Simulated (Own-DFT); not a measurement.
AlGa3N4 (wurtzite random alloy, strained, atoms displaced) (calculated)

All values are calculated (Own-DFT development build). A calculation, not a measurement: plane-wave PBE density functional theory by an unreviewed code, no spin, of a simulated periodic cell, stress positive in tension, free energy of the whole cell less one offset for each atom, forces on such cells passed a denser k mesh, this cell's mesh not checked; offsets are fitted by least squares, one for each functional and potential file, so energies compare only between cells with the same atoms and settings and are not formation energies; the far tail of each file's local potential was reset to the Coulomb form; each entry is a single point on an unrelaxed cell, so the pressure reflects the starting lattice, mostly measured values, from which strain is counted, and rises with the displacements; printed positions are rounded, which can move forces by about a meV/angstrom; the program is a retired in-house code; no spin-orbit coupling.

### AlGa3N4 (wurtzite random alloy, strained, atoms displaced)

```
AlGa3N4
1.0
      9.2953     0.0000     0.0000
     -4.6476     8.0500     0.0000
      0.0000     0.0000    10.2685
Ga N Al N Al Ga N Ga N Ga N Ga N Ga Al N Ga Al N Al Ga N Al Ga N Ga N Ga N Ga N Ga N Ga N Ga Al N Ga N Al Ga N
2 2 2 2 1 1 2 2 2 2 2 2 2 1 1 2 1 1 2 1 1 2 1 1 2 2 2 2 2 2 2 2 2 2 2 1 1 2 2 2 1 1 2
Direct
  0.11683 0.22349 0.99920
  0.22303 0.11494 0.25494
  0.10717 0.21596 0.18879
  0.22051 0.10794 0.44558
  0.11804 0.22647 0.50219
  0.21744 0.10265 0.75197
  0.10403 0.21017 0.68780
  0.21742 0.10383 0.93552
  0.11347 0.54930 0.00374
  0.22760 0.44129 0.25026
  0.10583 0.54865 0.18348
  0.22604 0.44940 0.43582
  0.11297 0.55990 0.50740
  0.22062 0.43795 0.74732
  0.10337 0.55460 0.68567
  0.21751 0.43363 0.93627
  0.11354 0.89924 0.99987
  0.23116 0.77912 0.25123
  0.10551 0.89337 0.20007
  0.22774 0.77752 0.44366
  0.11986 0.88872 0.50112
  0.21298 0.76907 0.74926
  0.11855 0.90106 0.68806
  0.22018 0.77368 0.94048
  0.44072 0.21990 0.99445
  0.55790 0.10178 0.24555
  0.44574 0.22477 0.19249
  0.55257 0.09540 0.44465
  0.44184 0.22789 0.49402
  0.55914 0.11412 0.75198
  0.44535 0.21866 0.68643
  0.55528 0.09989 0.94410
  0.44188 0.55708 0.00976
  0.54839 0.43932 0.23855
  0.43976 0.55253 0.18668
  0.55255 0.44698 0.43631
  0.44382 0.55579 0.50394
  0.55232 0.43805 0.73934
  0.44651 0.55949 0.68801
  0.55773 0.44790 0.94673
  0.44059 0.87189 0.00308
  0.54793 0.77404 0.25291
  0.44820 0.88609 0.19609
  0.55470 0.76749 0.43638
  0.44423 0.88324 0.50226
  0.56029 0.78258 0.75021
  0.44417 0.88916 0.68739
  0.55678 0.79160 0.93837
  0.78415 0.22112 0.00066
  0.88611 0.10783 0.24316
  0.77072 0.21175 0.19449
  0.88614 0.10475 0.43966
  0.77517 0.22718 0.50466
  0.88728 0.11676 0.74762
  0.77436 0.22324 0.68178
  0.89005 0.11395 0.93620
  0.78819 0.56180 0.00643
  0.89026 0.45334 0.24465
  0.78208 0.55398 0.18750
  0.88414 0.43385 0.43885
  0.78238 0.55365 0.49642
  0.89357 0.44240 0.74133
  0.77789 0.55701 0.69088
  0.89636 0.45158 0.94808
  0.77445 0.89152 0.00145
  0.88563 0.77098 0.24795
  0.78119 0.87898 0.19958
  0.89296 0.77648 0.43919
  0.77214 0.88373 0.49078
  0.89206 0.78256 0.74624
  0.78329 0.89267 0.68582
  0.89710 0.77809 0.93430
```

| Item | Value |
| --- | --- |
| functional | PBE |
| potential files | PseudoDojo norm-conserving, scalar-relativistic, standard set with the stringent files for Ga |
| wave cutoff | 96 hartree |
| occupations | Gaussian |
| smearing width | 0.01 eV |
| k mesh | 4 x 4 x 3 centred on Gamma |
| free energy of cell above offsets | -6.729 eV |
| pressure | 17.29 GPa |
| stress xx | -19.94 GPa |
| stress yy | -21.89 GPa |
| stress zz | -10.04 GPa |
| stress yz | 0.81 GPa |
| stress xz | 0.31 GPa |
| stress xy | -0.11 GPa |

Force:
```
element  x (eV/Å)  y (eV/Å)  z (eV/Å)
     Ga    -0.635    -1.409     0.703
     Ga     0.267    -0.501     0.623
      N     0.331     1.012    -0.754
      N    -0.986     1.209    -0.917
     Al    -1.479    -1.104    -0.566
     Al     0.477     2.241     -0.23
      N     1.408     1.401    -0.581
      N     0.277     2.209     -1.37
     Al    -0.499     0.635    -0.872
     Ga    -2.215    -0.597     0.508
      N     1.567     1.085     0.331
      N     0.507    -0.906      1.41
     Ga    -0.073    -1.157     -2.26
     Ga     0.003     0.178     0.292
      N     1.239    -0.961     1.029
      N     0.386     3.089     0.323
     Ga     0.844    -2.863     1.845
     Ga    -2.326    -0.757     0.416
      N     2.394    -0.465    -1.824
      N    -0.527    -0.702    -1.311
     Ga    -1.408    -0.173      0.12
     Ga      0.71     2.031      0.97
      N     0.359    -2.258    -0.166
      N    -0.198    -0.935      0.25
     Ga     1.239     0.119     0.834
     Al    -1.543     1.332     1.867
      N     1.068    -2.733    -0.965
      N     -1.11     2.543    -2.472
     Ga     1.859    -1.236     0.634
     Al    -0.442    -1.037     0.149
      N     -0.68    -1.126     0.701
      N    -0.685     1.036    -1.414
     Al     0.703    -0.155    -2.746
     Ga      1.34     1.484     1.876
      N     0.314      0.93    -0.768
      N     -0.07     0.632    -0.355
     Al      0.25     -0.16    -0.584
     Ga     0.163     0.984     2.071
      N    -0.454    -0.536    -0.714
      N    -0.884     0.569    -0.762
     Ga    -3.352     2.621     1.001
     Ga     2.347    -0.406     0.651
      N    -0.792     0.695    -1.699
      N    -0.135     0.055     0.847
     Ga     0.999    -0.321     0.729
     Ga    -0.036     0.137    -0.077
      N     -0.27     0.416     1.049
      N     3.164     -4.09    -0.502
     Ga     -1.64      0.77     0.789
     Ga     0.366    -0.332     2.393
      N    -0.256     1.476    -1.302
      N     0.835     0.867     0.126
     Ga     0.887    -2.784     -1.96
     Ga    -0.017    -1.137     0.106
      N    -0.373     0.681     2.828
      N     1.034    -0.489    -0.033
     Ga    -0.957    -0.379    -1.635
     Ga     1.456    -2.806     1.742
      N    -2.226     0.087     0.167
      N     0.593     2.474    -1.133
     Ga    -1.008     0.234     0.604
     Al     -2.35    -0.013     2.109
      N      1.42    -0.676    -0.555
      N     0.901    -1.203    -2.391
     Ga     1.644    -0.441     0.397
     Ga     1.116    -0.134     1.973
      N    -2.958     0.827    -2.403
      N    -0.576     0.256     0.153
     Al     1.244     0.618     1.033
     Ga     0.121    -0.365     0.331
      N    -0.993    -0.166    -1.141
      N    -1.681     0.583     0.483
```
